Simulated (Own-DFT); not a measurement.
## Calculated data, AlGa3N4 (wurtzite random alloy, strained, atoms displaced), Al3GaN4 (wurtzite random alloy, strained, atoms displaced)

All values are calculated (Own-DFT development build). A calculation, not a measurement: plane-wave PBE density functional theory by an unreviewed code, no spin, of a simulated periodic cell, stress positive in tension, free energy of the whole cell less one offset for each atom, forces on such cells passed a denser k mesh, this cell's mesh not checked; offsets are fitted by least squares, one for each functional and potential file, so energies compare only between cells with the same atoms and settings and are not formation energies; the far tail of each file's local potential was reset to the Coulomb form; each entry is a single point on an unrelaxed cell, so the pressure reflects the starting lattice, mostly measured values, from which strain is counted, and rises with the displacements; printed positions are rounded, which can move forces by about a meV/angstrom; the program is a retired in-house code; no spin-orbit coupling.

Common to all runs: functional PBE; k mesh 4 x 4 x 3 centred on Gamma.

(1) AlGa3N4 (wurtzite random alloy, strained, atoms displaced)

```
cell vectors (Å)
   9.7232     0.0000     0.0000
  -4.8616     8.4205     0.0000
   0.0000     0.0000    10.2685
atoms (fractions of the cell vectors)
Ga  0.10280  0.21584  0.99322
Ga  0.22543  0.11675  0.25963
N   0.10479  0.22527  0.18147
N   0.22835  0.11610  0.44039
Ga  0.11676  0.22236  0.49479
Ga  0.22479  0.11548  0.74380
N   0.11246  0.22069  0.69267
N   0.22307  0.10675  0.93195
Ga  0.11033  0.55121  0.99655
Ga  0.21129  0.43780  0.25521
N   0.10786  0.54480  0.18791
N   0.22114  0.44311  0.43874
Ga  0.10797  0.55906  0.49737
Al  0.22510  0.44564  0.74953
N   0.10079  0.55013  0.69156
N   0.21999  0.44512  0.94368
Al  0.11121  0.88676  0.99849
Al  0.22479  0.78026  0.25371
N   0.11091  0.88431  0.17791
N   0.22012  0.77441  0.43762
Al  0.10595  0.87824  0.49799
Al  0.22938  0.77801  0.74797
N   0.11030  0.89119  0.69698
N   0.21410  0.77805  0.93838
Ga  0.45289  0.22261  0.99102
Ga  0.56222  0.10849  0.24600
N   0.43323  0.22349  0.19384
N   0.55228  0.10858  0.44459
Ga  0.43691  0.22658  0.50214
Ga  0.56242  0.11926  0.74607
N   0.43890  0.21914  0.69516
N   0.55481  0.11658  0.94579
Ga  0.43343  0.55583  0.00089
Ga  0.55174  0.44166  0.25382
N   0.44939  0.56234  0.18352
N   0.54505  0.44134  0.44923
Al  0.43049  0.54556  0.50385
Ga  0.55641  0.44588  0.75078
N   0.44850  0.56152  0.68287
N   0.55180  0.44735  0.94554
Ga  0.43942  0.88163  0.99747
Ga  0.55723  0.78326  0.24727
N   0.44098  0.88287  0.18477
N   0.54580  0.76652  0.42686
Ga  0.45298  0.89211  0.48665
Al  0.54628  0.76259  0.75590
N   0.44544  0.89150  0.68175
N   0.56069  0.77555  0.93942
Ga  0.77989  0.22133  0.00557
Ga  0.88843  0.10964  0.24034
N   0.76423  0.21712  0.18799
N   0.88651  0.11446  0.43739
Ga  0.78109  0.21830  0.50542
Ga  0.88488  0.10670  0.74984
N   0.77090  0.22193  0.68625
N   0.88969  0.10891  0.93612
Ga  0.78352  0.55074  0.00294
Ga  0.88044  0.44387  0.24627
N   0.78374  0.55175  0.19209
N   0.88658  0.44879  0.45116
Ga  0.77739  0.56313  0.50823
Ga  0.88731  0.44339  0.74235
N   0.77976  0.55349  0.68338
N   0.88665  0.43942  0.93315
Ga  0.78246  0.88693  0.99909
Ga  0.89117  0.77336  0.24826
N   0.77578  0.88897  0.19202
N   0.88028  0.77925  0.44497
Al  0.77135  0.88580  0.50852
Al  0.89158  0.78322  0.75642
N   0.77591  0.89295  0.68517
N   0.89187  0.78894  0.93381
```

It was run with potential files PseudoDojo norm-conserving, scalar-relativistic, standard set with the stringent files for Ga, wave cutoff 96 hartree, occupations Gaussian and smearing width 0.01 eV.

It finds free energy of cell above offsets -9.242 eV; pressure -1.01 GPa; stress xx 3.25 GPa; stress yy 4.29 GPa; stress zz -4.52 GPa; stress yz -0.01 GPa; stress xz 0.59 GPa; stress xy -0.01 GPa.

Force:
```
element  x (eV/Å)  y (eV/Å)  z (eV/Å)
     Ga     1.939     0.418     0.053
     Ga    -0.784    -0.734    -2.582
      N     0.806    -0.686     1.024
      N    -1.056    -2.308     0.894
     Ga    -1.609    -0.347     0.993
     Ga    -0.338    -1.166     1.045
      N    -0.759     1.457    -0.628
      N    -0.341    -0.106     1.334
     Ga    -0.758     0.531      0.31
     Ga     1.165     0.706    -1.512
      N    -1.118     1.642     0.534
      N    -0.054     0.214     1.077
     Ga      0.28     -0.86     0.527
     Al    -0.772     -0.42     0.061
      N     2.627      1.31    -0.017
      N      0.06    -0.572    -2.256
     Al    -0.312      1.02    -1.231
     Al    -0.236    -0.781    -1.549
      N     0.398     0.053     2.143
      N    -0.758     1.027    -0.439
     Al    -0.418     0.901     1.104
     Al    -1.175     0.293    -0.127
      N     0.421    -1.421    -1.754
      N     0.934    -0.395    -0.712
     Ga    -2.928     0.514      1.52
     Ga    -3.089    -0.697     1.182
      N     1.962     -0.04    -0.791
      N     0.077     1.121    -1.086
     Ga     2.205    -0.525     0.469
     Ga     -1.07    -1.542     0.689
      N     0.884     1.192    -0.842
      N      2.17    -1.553    -1.283
     Ga     1.507    -0.215     0.258
     Ga     -0.51     0.477     -0.26
      N    -0.337    -0.781     1.574
      N      0.06     1.221    -0.663
     Al      0.84     1.329    -1.664
     Ga     0.281    -0.112     0.269
      N    -1.061    -0.976     1.196
      N     0.829     0.279    -0.879
     Ga    -0.148     0.707    -0.427
     Ga     0.247    -1.186    -0.955
      N     -0.94     0.341     0.887
      N     0.945     0.129     3.008
     Ga    -0.427    -0.853     1.355
     Al     0.001     2.549    -1.118
      N     0.388    -1.236     1.366
      N    -0.975     0.176    -0.762
     Ga    -0.381    -0.158     -1.68
     Ga    -0.367     0.171     1.317
      N     2.323     1.235     0.241
      N     1.077    -1.326     0.058
     Ga    -1.058     0.716    -1.537
     Ga    -0.077     0.689    -0.608
      N     1.514     0.155     1.222
      N     -1.14    -0.142     0.546
     Ga    -1.251     0.518    -0.902
     Ga     2.369    -0.893     1.824
      N    -2.194     0.792    -0.435
      N    -0.126    -0.563    -1.612
     Ga    -0.308    -0.939    -2.303
     Ga    -0.427    -0.355     0.529
      N    -0.966     1.276     3.348
      N      0.11     0.108     0.675
     Ga     -0.94     0.207     0.524
     Ga    -0.522     0.709     0.367
      N     0.888    -0.182    -0.785
      N     1.061     0.882    -0.418
     Al    -0.308     0.346    -2.341
     Al     0.132     -0.18    -1.917
      N     0.051    -1.797     1.505
      N     1.483    -1.364     1.047
```

(2) Al3GaN4 (wurtzite random alloy, strained, atoms displaced)

```
cell vectors (Å)
   9.2294     0.0000     0.0000
  -4.6147     7.9929     0.0000
   0.0000     0.0000    10.0655
atoms (fractions of the cell vectors)
Al  0.10573  0.21390  0.00039
Al  0.20999  0.09925  0.24673
N   0.10867  0.22900  0.18741
N   0.21709  0.10591  0.44479
Ga  0.11519  0.21891  0.48922
Ga  0.22310  0.10717  0.75798
N   0.11905  0.23005  0.69015
N   0.23246  0.10970  0.94282
Al  0.11285  0.56600  0.99565
Ga  0.21846  0.44502  0.24633
N   0.10774  0.56354  0.18354
N   0.22531  0.44981  0.43747
Al  0.11495  0.54963  0.49679
Ga  0.22285  0.44533  0.75822
N   0.10791  0.54441  0.68380
N   0.21893  0.44661  0.94444
Ga  0.10637  0.88606  0.00475
Al  0.22130  0.77815  0.26164
N   0.09530  0.88021  0.18710
N   0.22813  0.78621  0.43538
Ga  0.11641  0.89178  0.50161
Ga  0.23043  0.78816  0.75758
N   0.10616  0.89080  0.69921
N   0.22024  0.77445  0.93761
Al  0.44810  0.23463  0.00689
Al  0.56132  0.11795  0.25530
N   0.43882  0.21943  0.18716
N   0.55772  0.11219  0.44196
Al  0.44169  0.22887  0.50511
Al  0.55890  0.10684  0.75291
N   0.45115  0.21842  0.68950
N   0.55520  0.10815  0.94194
Al  0.44434  0.55612  0.00790
Al  0.54666  0.43710  0.25202
N   0.45047  0.56539  0.18758
N   0.56169  0.44069  0.43369
Al  0.44146  0.54532  0.50781
Al  0.55062  0.44172  0.75265
N   0.44585  0.56046  0.70185
N   0.55161  0.43343  0.93867
Ga  0.44465  0.88392  0.00312
Ga  0.55158  0.77103  0.25527
N   0.44857  0.89384  0.19524
N   0.56003  0.78974  0.44284
Al  0.43504  0.88838  0.49337
Al  0.56249  0.77514  0.74673
N   0.44406  0.87882  0.68837
N   0.55741  0.77335  0.93724
Al  0.79115  0.23533  0.99607
Al  0.89340  0.11265  0.25780
N   0.78034  0.22574  0.18945
N   0.88380  0.09956  0.44431
Al  0.78955  0.22515  0.49069
Al  0.89663  0.11612  0.75026
N   0.78347  0.22650  0.69206
N   0.88158  0.10995  0.93612
Al  0.77786  0.55258  0.00007
Al  0.88063  0.43414  0.25144
N   0.78483  0.55726  0.19808
N   0.88804  0.43651  0.43679
Al  0.77557  0.55079  0.50341
Al  0.88856  0.44049  0.75968
N   0.77866  0.55452  0.69253
N   0.88117  0.43898  0.94142
Al  0.78916  0.89202  0.99765
Al  0.89514  0.78745  0.24597
N   0.77504  0.88576  0.19152
N   0.88759  0.78247  0.43022
Al  0.76880  0.89089  0.49840
Al  0.88903  0.77686  0.75031
N   0.78068  0.88936  0.68926
N   0.89420  0.78239  0.93974
```

It was run with potential files PseudoDojo norm-conserving, scalar-relativistic, standard set with the stringent files for Ga, wave cutoff 96 hartree, occupations Gaussian and smearing width 0.01 eV.

The calculation gives: free energy of cell above offsets -21.056 eV; pressure 14.16 GPa; stress xx -14 GPa; stress yy -17.73 GPa; stress zz -10.76 GPa; stress yz 0.02 GPa; stress xz 0.24 GPa; stress xy -0.21 GPa.

Force:
```
element  x (eV/Å)  y (eV/Å)  z (eV/Å)
     Al     0.084     1.077    -0.628
     Al     0.681     1.307     0.298
      N     0.925     -2.68     0.115
      N     2.506     1.405    -2.744
     Ga    -1.987     1.012     2.568
     Ga    -0.012     1.583    -0.841
      N    -0.112    -1.659    -0.448
      N    -1.811     0.982     1.403
     Al     0.098    -2.096     1.199
     Ga    -0.104     1.824    -0.268
      N    -0.064    -0.225     0.803
      N     1.352    -0.387    -0.102
     Al    -1.972     1.068     1.027
     Ga    -0.287     0.276    -0.227
      N    -1.458     1.468     0.311
      N     0.406    -0.693     1.483
     Ga     1.761     0.464    -0.797
     Al    -0.053     0.101    -3.616
      N     3.525     1.947     1.256
      N    -0.633    -2.526     1.359
     Ga    -1.872    -1.868     1.385
     Ga    -0.299    -1.725    -2.014
      N     0.657    -1.097    -1.557
      N    -0.294     0.664     1.321
     Al     1.503    -3.511    -0.631
     Al    -0.354    -0.777    -0.705
      N    -0.346    -0.203     1.528
      N    -0.488     0.699    -0.094
     Al     1.667    -1.541    -0.373
     Al     0.476    -0.145     -0.16
      N    -0.674     0.776    -0.103
      N    -0.002     1.651    -0.132
     Al     0.164     0.084    -2.022
     Al     1.112     1.412     -0.95
      N     0.484    -3.465     0.167
      N    -1.943     0.372     1.543
     Al     0.252      1.92    -0.247
     Al     0.952    -0.245     0.074
      N     1.549    -1.522    -2.532
      N    -0.347     3.265     0.091
     Ga     0.438     0.754     0.375
     Ga     0.117     2.476     0.382
      N    -1.516    -0.087      0.47
      N    -1.277    -2.863     0.734
     Al     2.502      1.23     1.903
     Al    -0.863     1.418     1.182
      N     0.459     1.648    -0.868
      N      1.15    -0.151     0.062
     Al    -1.545    -3.878     1.499
     Al    -1.359    -0.995    -1.337
      N     0.602    -1.347    -0.211
      N     0.066     2.248    -1.572
     Al    -1.785    -1.262     2.569
     Al    -0.545    -0.382    -0.774
      N     0.022    -0.872    -0.718
      N     1.886     0.288     0.393
     Al    -0.859     0.569     1.113
     Al     0.577     2.435    -0.184
      N    -1.759    -0.515    -1.613
      N     0.301     1.879     0.096
     Al     1.039     1.226    -0.723
     Al     0.054     0.502    -2.196
      N    -0.327    -0.191    -0.057
      N     0.986     3.021     -0.46
     Al    -2.577    -0.485     0.817
     Al    -2.576    -3.086     1.482
      N     0.851     1.756    -1.123
      N    -0.093    -0.916      1.82
     Al     2.508     -1.51     1.303
     Al    -0.631    -0.226     0.034
      N     0.285     0.387    -0.241
      N    -1.174    -2.064    -0.897
```

(3) Al3GaN4 (wurtzite random alloy, strained, atoms displaced)

```
cell vectors (Å)
   9.6051     0.0000     0.0000
  -4.8026     8.3183     0.0000
   0.0000     0.0000    10.0655
atoms (fractions of the cell vectors)
Al  0.11929  0.23517  0.00065
Al  0.23043  0.11885  0.25149
N   0.10198  0.22241  0.18334
N   0.21799  0.11143  0.44319
Al  0.10832  0.22350  0.49586
Al  0.21655  0.11523  0.75054
N   0.11269  0.22223  0.68845
N   0.21157  0.11091  0.93702
Al  0.11508  0.55534  0.99825
Al  0.21714  0.44248  0.25619
N   0.10458  0.54651  0.19280
N   0.22350  0.44288  0.44530
Al  0.10325  0.55235  0.50182
Ga  0.22688  0.44498  0.75015
N   0.10841  0.55353  0.68723
N   0.21656  0.43749  0.93910
Al  0.10715  0.89862  0.00222
Al  0.22292  0.77366  0.24664
N   0.10584  0.88641  0.19682
N   0.21269  0.77102  0.43698
Al  0.11410  0.89286  0.49174
Ga  0.21669  0.76775  0.74864
N   0.11143  0.89251  0.69695
N   0.21867  0.77079  0.93391
Al  0.43083  0.21530  0.99149
Al  0.55022  0.11285  0.24678
N   0.44855  0.21875  0.19232
N   0.55530  0.11722  0.43874
Ga  0.45495  0.23037  0.49814
Al  0.55828  0.10315  0.75029
N   0.44398  0.22310  0.68443
N   0.56456  0.12771  0.94198
Al  0.45064  0.56338  0.00109
Al  0.56466  0.45599  0.25333
N   0.44220  0.55800  0.19001
N   0.55786  0.44103  0.44490
Al  0.43537  0.55130  0.48898
Al  0.55865  0.44988  0.75571
N   0.44200  0.55933  0.69346
N   0.56803  0.44248  0.93290
Al  0.44750  0.88971  0.99542
Ga  0.55497  0.78564  0.25561
N   0.45496  0.89642  0.19014
N   0.54806  0.77744  0.44147
Al  0.43294  0.87848  0.49690
Al  0.54966  0.78127  0.75204
N   0.45253  0.88664  0.68662
N   0.55407  0.78249  0.93225
Al  0.77571  0.22547  0.99467
Ga  0.89009  0.11168  0.24546
N   0.76761  0.21501  0.19126
N   0.88516  0.11148  0.44130
Al  0.78619  0.22179  0.50276
Ga  0.90365  0.11209  0.75065
N   0.77883  0.22770  0.68569
N   0.89120  0.10889  0.93923
Ga  0.79306  0.56732  0.00019
Al  0.89086  0.44429  0.24824
N   0.76894  0.55433  0.18968
N   0.89177  0.44635  0.44046
Al  0.78216  0.55758  0.50236
Al  0.89355  0.44070  0.75233
N   0.76913  0.55687  0.67540
N   0.89479  0.45733  0.93528
Al  0.77509  0.89070  0.99998
Ga  0.87863  0.77593  0.24931
N   0.78337  0.89920  0.19317
N   0.88625  0.76516  0.43469
Al  0.78446  0.88141  0.50311
Ga  0.88391  0.77592  0.74670
N   0.77498  0.89170  0.69786
N   0.87878  0.76591  0.93414
```

It was run with potential files PseudoDojo norm-conserving, scalar-relativistic, standard set, wave cutoff 42 hartree, occupations Fermi-Dirac and smearing width 0.1 eV.

Results for Al3GaN4 (wurtzite random alloy, strained, atoms displaced): free energy of cell above offsets -16.518 eV; pressure -1.81 GPa; stress xx 5.48 GPa; stress yy 4.21 GPa; stress zz -4.27 GPa; stress yz 0.81 GPa; stress xz 0.43 GPa; stress xy 0.05 GPa.

Force:
```
element  x (eV/Å)  y (eV/Å)  z (eV/Å)
     Al    -1.001    -2.194    -0.202
     Al    -0.683    -0.683      0.01
      N     2.612     1.221     1.194
      N    -0.401     0.145    -0.997
     Al     0.358    -0.663     0.497
     Al     1.823    -0.452     -1.33
      N      0.79     0.492    -0.975
      N     0.643     0.407     0.768
     Al    -0.523    -0.186     0.118
     Al     0.308    -0.165    -1.007
      N     0.614     1.162    -0.657
      N    -1.413    -0.247    -0.887
     Al     0.532     0.238    -0.613
     Ga    -0.494    -0.017    -0.678
      N    -0.203    -0.955    -0.075
      N     0.601     2.125     1.082
     Al     0.314    -1.689    -0.351
     Al    -0.497      0.33    -0.099
      N     1.182     0.847    -1.248
      N     0.732     0.297     0.262
     Al    -0.281    -0.483     0.976
     Ga    -0.153      1.58    -0.868
      N      0.09      0.31    -1.637
      N     0.226      1.24     2.843
     Al     1.517     1.477     0.749
     Al     1.358    -0.057     0.981
      N     -2.23     1.192    -1.164
      N      1.65    -1.787    -0.264
     Ga    -0.802    -1.522     0.402
     Al    -0.975     1.498    -0.898
      N    -0.129    -0.263     2.949
      N     -0.82    -2.476    -0.834
     Al     0.304    -0.868    -0.843
     Al    -1.048    -1.803    -0.117
      N     0.149    -0.668     0.295
      N    -0.917     2.927    -1.758
     Al     1.894     0.703     1.996
     Al    -0.116    -0.599    -2.697
      N     1.283     0.433    -0.869
      N    -2.342    -0.091       2.2
     Al    -0.724     0.608     0.314
     Ga     0.941     -0.34    -0.837
      N    -2.364     -0.62    -1.018
      N     1.157    -0.486      1.21
     Al     0.213     1.775     0.134
     Al     1.621    -0.962    -1.475
      N    -1.602     0.624    -0.028
      N     0.415    -0.316     2.239
     Al     0.999      0.46     0.845
     Ga    -1.211     0.905     0.835
      N      0.22     1.682    -0.952
      N      1.38    -0.763     0.595
     Al    -1.966     0.155    -1.026
     Ga    -2.241    -0.122    -0.167
      N     0.341     -0.42     1.349
      N    -0.422      0.77     1.429
     Ga    -1.195     -2.55     0.405
     Al    -1.199    -0.888     0.416
      N     1.708    -0.156     0.486
      N    -0.152    -0.562    -0.293
     Al    -0.113    -1.195     -2.02
     Al    -1.413     0.486    -1.357
      N     1.025    -0.567      3.42
      N     1.861    -1.765     0.667
     Al     0.373    -0.092    -0.506
     Ga     0.901     0.123    -0.516
      N    -0.666    -2.013    -1.607
      N    -0.422     1.733     1.954
     Al    -1.473     0.602     0.007
     Ga     0.448    -0.354    -0.564
      N    -0.296     -0.73     -1.69
      N    -0.098     4.221     1.503
```
